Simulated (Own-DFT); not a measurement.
# Point defects and the pressure they add: zincblende GaAs

Calculated, not measured: single-point runs of Own-DFT, a retired in-house plane-wave DFT program that no person has reviewed, on unrelaxed cells, without spin or spin-orbit coupling.

Settings: PBE; PseudoDojo norm-conserving scalar-relativistic files; cutoff 42 hartree; 3 x 3 x 3 k mesh centred on Gamma; Fermi-Dirac smearing of 0.1 eV.

Caveats (not all hold for every row): not probed for a lower state with spin; forces not confirmed at this smearing and k mesh; stress not checked against mesh or cutoff.

All runs share one cell, with vectors in Å (10.862, 0.000, 0.000); (0.000, 10.862, 0.000); (0.000, 0.000, 11.796) and a volume of 1391.7 Å³, strained against the parent crystal. Atoms were moved at random from their sites; u is the rms move along one axis. The defect's site can differ from row to row.

| cell | formula | u (Å) | P (GPa) |
|---|---|---|---|
| no defect | As32Ga32 | 0.0284 | 6.65 |
| no defect | As32Ga32 | 0.0299 | 6.67 |
| no defect | As32Ga32 | 0.0474 | 7.09 |
| one As vacancy and one Ga vacancy | As31Ga31 | 0.0295 | 5.93 |
| one As vacancy and one Ga vacancy | As31Ga31 | 0.0453 | 6.06 |
| one As vacancy and one Ga vacancy | As31Ga31 | 0.0532 | 6.31 |
| one Al on a Ga site | AlAs32Ga31 | 0.0299 | ? |
| one Al on a Ga site | AlAs32Ga31 | 0.0304 | 6.67 |
| one Al on a Ga site | AlAs32Ga31 | 0.0496 | 7.03 |
| one Al on a Ga site | AlAs32Ga31 | 0.0496 | 6.93 |
| one P on an As site | As31Ga32P | 0.0289 | 6.39 |
| one P on an As site | As31Ga32P | 0.0452 | 6.63 |
| one P on an As site | As31Ga32P | 0.0481 | 6.74 |
| one In on a Ga site | As32Ga31In | 0.0308 | 7.46 |
| one In on a Ga site | As32Ga31In | 0.0314 | 7.41 |
| one In on a Ga site | As32Ga31In | 0.0319 | 7.46 |

## Analysis

P = P0 + c u² + a shift for each defect gives P0 = 6.51 GPa, c = 225 ± 22 GPa/Å² and a scatter of 0.05 GPa. The shifts, and each times the cell's volume:

- one In on a Ga site: 0.71 ± 0.04 GPa, 6.2 eV
- one Al on a Ga site: -0.07 ± 0.05 GPa, -0.6 eV (not resolved)
- one P on an As site: -0.31 ± 0.04 GPa, -2.7 eV
- one As vacancy and one Ga vacancy: -0.84 ± 0.05 GPa, -7.3 eV

Against the defect-free cell, a freed cell would be larger where the shift is positive and smaller where it is negative (160.2 GPa Å³ is 1 eV). The atoms around the defects weren't relaxed, which would change these numbers.

## Withheld run

Question: what pressure belongs in the blank (one Al on a Ga site, u = 0.0299 Å)?

The fit gives 6.64 ± 0.07 GPa. The hidden result is 6.65 GPa.
